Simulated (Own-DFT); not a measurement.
# Response to strain: wurtzite GaN, 96 atoms (Ga48N48)

Calculated results; nothing here was measured. They come from Own-DFT, an in-house plane-wave density functional program, since retired, whose code no person has reviewed. Each row is one single-point run on a periodic cell that was not relaxed, without spin or spin-orbit coupling.

Settings of every run: PBE; PseudoDojo norm-conserving scalar-relativistic files (stringent for Ga); cutoff 96 hartree; 3 x 4 x 3 k mesh centred on Gamma; Gaussian smearing of 0.01 eV.

Known limits: forces on such cells passed a denser k mesh, each cell not checked; stress not checked against mesh or cutoff.

Unstrained cell vectors in Å: (12.756, 0.000, 0.000); (-4.783, 8.285, 0.000); (0.000, 0.000, 10.370). The unstrained cell has measured lattice constants (interpolated for alloys), not those of this functional. That, the random moves and any unrelaxed bonds set the pressure at no strain. Each run strains this cell uniformly, with the atoms carried along. Every atom was also moved at random, by a Gaussian of width 0.05 Å on each axis. Strain is the symmetric tensor, in per cent. Stress is positive in tension, and the pressure is minus a third of its trace.

```
run,e_xx (%),e_yy (%),e_zz (%),e_yz (%),e_xz (%),e_xy (%),s_xx (GPa),s_yy (GPa),s_zz (GPa),s_yz (GPa),s_xz (GPa),s_xy (GPa),P (GPa),E (meV/atom)
1,-1.65,0.82,-0.12,-0.61,0.48,0.97,-13.80,-5.66,-8.74,-1.21,1.55,4.43,9.40,21.3
2,-0.24,-0.52,-0.93,0.87,-0.75,0.46,-9.64,-9.36,-13.14,1.51,-1.00,0.35,10.71,19.8
3,-1.87,-0.73,-1.57,-0.55,-0.63,0.82,-17.80,-15.33,-16.26,-1.35,-2.06,3.79,16.46,44.7
4,-1.64,1.47,0.72,-0.62,1.81,-0.83,-10.77,-1.92,-5.36,-1.77,3.10,-1.95,6.01,5.6
5,-0.54,-1.90,-0.69,0.92,1.85,-1.03,-14.07,-16.54,-11.90,1.70,4.52,-2.21,14.17,41.8
6,1.52,-0.82,-0.41,0.08,0.53,-1.53,-2.12,-8.94,-8.91,0.38,1.42,-4.40,6.66,10.4
7,-0.95,-1.40,0.81,-0.34,0.54,-1.02,-11.05,-14.26,-5.57,-0.64,0.94,-2.78,10.29,19.2
8,1.05,1.29,0.24,1.02,1.79,-0.29,-1.31,0.17,-5.40,1.95,3.07,0.32,2.18,0.8
9,1.34,1.44,1.51,0.42,-1.48,-1.91,-0.31,1.43,0.69,0.90,-3.49,-4.55,-0.60,3.2
10,1.83,0.36,-0.33,1.88,1.76,1.27,-0.15,-3.21,-7.91,3.57,3.92,3.57,3.76,7.7
11,-1.37,0.48,-0.14,-0.49,-0.85,-0.62,-12.34,-7.32,-7.73,-1.56,-2.03,-2.21,9.13,7.9
12,-1.52,-0.48,1.13,1.70,1.39,-1.20,-14.59,-11.02,-3.72,3.78,3.04,-3.89,9.78,34.8
13,1.36,0.69,-0.18,1.70,1.16,-1.22,-0.81,-3.61,-6.26,3.56,2.40,-3.10,3.56,0.0
14,0.94,1.16,-0.86,0.22,1.00,-1.98,-4.22,-2.43,-9.25,0.74,2.57,-6.64,5.30,21.5
15,0.56,-1.00,0.57,0.66,0.34,1.62,-6.60,-10.98,-4.85,1.82,0.71,5.91,7.48,21.2
16,-0.37,0.47,1.32,1.47,-0.09,-0.42,?,?,?,?,?,?,?,?
```

E is the free energy for each atom above the lowest run shown.

## Worked fit

Each stress component was fitted by least squares to a constant and the strains of the runs shown, as fractions, with shears doubled. Shear strains stay in the fit of a normal stress only where such slopes are resolved. The slopes, in GPa:

| stress | at no strain | per e_xx | per e_yy | per e_zz | scatter |
|---|---|---|---|---|---|
| s_xx | -7.7 | 401 ± 20 | 125 ± 25 | 88 ± 32 | 0.98 |
| s_yy | -7.4 | 131 ± 15 | 435 ± 19 | 76 ± 24 | 0.73 |
| s_zz | -7.5 | 69 ± 13 | 60 ± 16 | 437 ± 21 | 0.63 |

Each shear stress against twice its own strain: yz 102 ± 7, xz 105 ± 7, xy 162 ± 11 GPa. These are stiffnesses along x, y and z of the frame in which the cell vectors are given, which need not be the crystal's axes. The atoms are held to the strained lattice; where symmetry lets them move under strain, relaxing them would lower some slopes. The table should be nearly symmetric about its diagonal, and what it lacks of that shows the noise. A ninth of its sum, 202 ± 4 GPa, estimates the bulk modulus near the mean pressure of these runs, 7.6 GPa, so it lies above the value at zero pressure.

## Withheld run

Question: what normal stresses and pressure should run 16 give?

The fit gives s_xx = -7.4, s_yy = -4.8, s_zz = -1.7 and P = 4.7 GPa. The calculation gave -7.24, -5.85, -0.99 and P = 4.69 GPa.
